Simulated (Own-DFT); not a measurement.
# Computed records: TiSi₂ (TiSi2 crystal, atoms displaced)

A calculation, not a measurement: plane-wave PBE density functional theory by an unreviewed code, no spin, of a simulated periodic cell, stress positive in tension, free energy of the whole cell less one offset for each atom, forces on such cells moved up to 12 meV/angstrom on a denser k mesh; offsets are fitted by least squares, one for each functional and potential file, so energies compare only between cells with the same atoms and settings and are not formation energies; the far tail of each file's local potential was reset to the Coulomb form; each entry is a single point on an unrelaxed cell, so the pressure reflects the starting lattice, taken from the Materials Project, from which strain is counted, and rises with the displacements; printed positions are rounded, which can move forces by about a meV/angstrom; the program is a retired in-house code; no spin-orbit coupling; before rounding, a Quantum ESPRESSO 7.3.1 run of the same cell and cutoff gave forces within 1 meV/angstrom rms on each cell, which checks the program and not the settings. Program: Own-DFT development build.

```cif
# cell vector a (Å): 5.2953 -6.7593 3.5652
# cell vector b (Å): 7.0604 0.0000 -7.1303
# cell vector c (Å): 5.2953 6.7593 3.5652
data_TiSi2
_symmetry_space_group_name_H-M 'P 1'
_symmetry_Int_Tables_number 1
_cell_length_a 9.2973
_cell_length_b 10.0345
_cell_length_c 9.2973
_cell_angle_alpha 82.631
_cell_angle_beta 93.274
_cell_angle_gamma 82.631
_cell_volume 850.71
loop_
_atom_site_label
_atom_site_type_symbol
_atom_site_fract_x
_atom_site_fract_y
_atom_site_fract_z
_atom_site_occupancy
Ti1 Ti 0.94658 0.92707 0.15154 1
Ti2 Ti 0.85154 0.87220 0.64555 1
Si1 Si 0.60839 0.92481 0.48871 1
Si2 Si 0.19237 0.87616 0.30630 1
Si3 Si 0.89802 0.03030 0.39663 1
Si4 Si 0.90013 0.77457 0.40012 1
Ti3 Ti 0.94909 0.42575 0.15342 1
Ti4 Ti 0.85697 0.37516 0.64714 1
Si5 Si 0.60747 0.41995 0.49146 1
Si6 Si 0.19311 0.37668 0.30980 1
Si7 Si 0.89860 0.52210 0.39943 1
Si8 Si 0.90202 0.27218 0.40246 1
Ti5 Ti 0.74874 0.72622 0.95328 1
Ti6 Ti 0.65196 0.67851 0.44862 1
Si9 Si 0.40428 0.72513 0.29472 1
Si10 Si 0.99492 0.67374 0.11050 1
Si11 Si 0.70110 0.82664 0.19832 1
Si12 Si 0.69999 0.57749 0.20015 1
Ti7 Ti 0.54975 0.02613 0.75709 1
Ti8 Ti 0.45156 0.97438 0.24564 1
Si13 Si 0.20824 0.02789 0.08531 1
Si14 Si 0.78949 0.97931 0.90796 1
Si15 Si 0.50111 0.12163 0.99983 1
Si16 Si 0.49972 0.87840 0.99968 1
Ti9 Ti 0.74589 0.22408 0.94868 1
Ti10 Ti 0.65372 0.17531 0.44221 1
Si17 Si 0.41052 0.22699 0.29193 1
Si18 Si 0.99272 0.17518 0.10823 1
Si19 Si 0.69923 0.32531 0.19900 1
Si20 Si 0.69775 0.07600 0.19996 1
Ti11 Ti 0.54567 0.52726 0.75322 1
Ti12 Ti 0.45366 0.47565 0.24507 1
Si21 Si 0.20816 0.52518 0.09448 1
Si22 Si 0.79058 0.47781 0.91006 1
Si23 Si 0.50211 0.62269 0.00588 1
Si24 Si 0.49837 0.37601 0.99960 1
Ti13 Ti 0.34746 0.82350 0.55269 1
Ti14 Ti 0.25524 0.77661 0.04988 1
Si25 Si 0.00619 0.82704 0.89026 1
Si26 Si 0.59241 0.77074 0.71103 1
Si27 Si 0.29732 0.92045 0.80262 1
Si28 Si 0.30124 0.67556 0.80073 1
Ti15 Ti 0.34730 0.32597 0.55492 1
Ti16 Ti 0.25375 0.27446 0.04331 1
Si29 Si 0.00848 0.32862 0.89044 1
Si30 Si 0.58940 0.27265 0.70872 1
Si31 Si 0.29775 0.42671 0.79965 1
Si32 Si 0.30265 0.17408 0.80275 1
Ti17 Ti 0.14175 0.62305 0.35341 1
Ti18 Ti 0.05040 0.57320 0.84760 1
Si33 Si 0.80760 0.62156 0.68787 1
Si34 Si 0.39085 0.57724 0.51000 1
Si35 Si 0.09852 0.72480 0.59795 1
Si36 Si 0.09677 0.47661 0.59980 1
Ti19 Ti 0.14441 0.12666 0.35362 1
Ti20 Ti 0.05264 0.07691 0.84382 1
Si37 Si 0.80561 0.12639 0.68742 1
Si38 Si 0.39368 0.07422 0.50859 1
Si39 Si 0.09843 0.22590 0.59773 1
Si40 Si 0.09972 0.97496 0.59770 1
_calc_functional 'PBE'
_calc_potential_files 'PseudoDojo norm-conserving, scalar-relativistic, standard set'
_calc_wave_cutoff 42  # hartree
_calc_occupations 'cold (Marzari-Vanderbilt)'
_calc_smearing_width 0.2  # eV
_calc_k_mesh '4 x 4 x 4 centred on Gamma'
_calc_stress_yy ?
```

Question: What stress yy does the calculation give for TiSi₂ (TiSi2 crystal, atoms displaced)?
Answer: -1.89 GPa

Further results for TiSi₂ (TiSi2 crystal, atoms displaced):

| Item | Value |
| --- | --- |
| free energy of cell above offsets | -16.379 eV |
| pressure | 2 GPa |
| stress xx | -1.97 GPa |
| stress zz | -2.13 GPa |
| stress yz | 0.11 GPa |
| stress xz | -0.02 GPa |
| stress xy | -0.09 GPa |

Force:
```tsv
element	x (eV/Å)	y (eV/Å)	z (eV/Å)
Ti	-0.074	0.036	0.133
Ti	0.282	-0.017	-0.226
Si	0.204	0.086	0.171
Si	-0.057	0.314	-0.249
Si	-0.284	0.042	0.581
Si	-0.053	-0.02	-0.2
Ti	-0.217	0.184	0.029
Ti	-0.548	0.445	-0.151
Si	0.497	-0.077	-0.531
Si	-0.237	0.197	0.244
Si	0.127	0.103	-0.19
Si	-0.029	-0.102	-0.529
Ti	0.033	0.118	-0.011
Ti	-0.66	-0.246	0.266
Si	0.067	-0.474	0.183
Si	-0.143	0.144	-0.683
Si	0.007	0.185	0.074
Si	0.033	-0.044	0.189
Ti	-0.906	-0.139	-0.087
Ti	0.213	0.061	-0.101
Si	0.084	0.043	0.423
Si	-0.116	-0.095	0.506
Si	0.32	0.107	-0.353
Si	-0.292	-0.052	0.415
Ti	0.642	0.242	-0.061
Ti	0.057	0.446	0.205
Si	-0.4	-0.02	-0.036
Si	-0.085	0.123	-0.346
Si	0.096	-0.178	-0.024
Si	-0.023	-0.278	0.001
Ti	-0.295	-0.035	0.438
Ti	0.211	0.285	0.131
Si	-0.146	-0.463	-0.076
Si	-0.238	0.104	0.193
Si	-0.114	-0.22	-0.508
Si	-0.091	-0.192	0.122
Ti	0.207	0.195	-0.182
Ti	-0.49	0.015	-0.113
Si	0.053	-0.054	0.297
Si	0.287	-0.011	-0.673
Si	0.243	-0.273	-0.395
Si	-0.126	0.137	0.09
Ti	-0.22	-0.101	-0.079
Ti	0.425	0.399	0.016
Si	-0.241	0.037	0.39
Si	0.316	0.154	-0.316
Si	-0.06	-0.036	0.097
Si	-0.321	-0.132	-0.263
Ti	0.656	-0.407	0.056
Ti	0.484	-0.255	-0.302
Si	0.413	-0.064	-0.04
Si	-0.311	0.059	0.333
Si	0.205	0.148	0.085
Si	0.07	-0.174	0.236
Ti	0.102	-0.478	0.21
Ti	-0.049	0.146	0.002
Si	0.113	-0.245	0.383
Si	-0.001	0.259	-0.153
Si	0.351	-0.002	0.335
Si	0.029	0.069	0.045
```
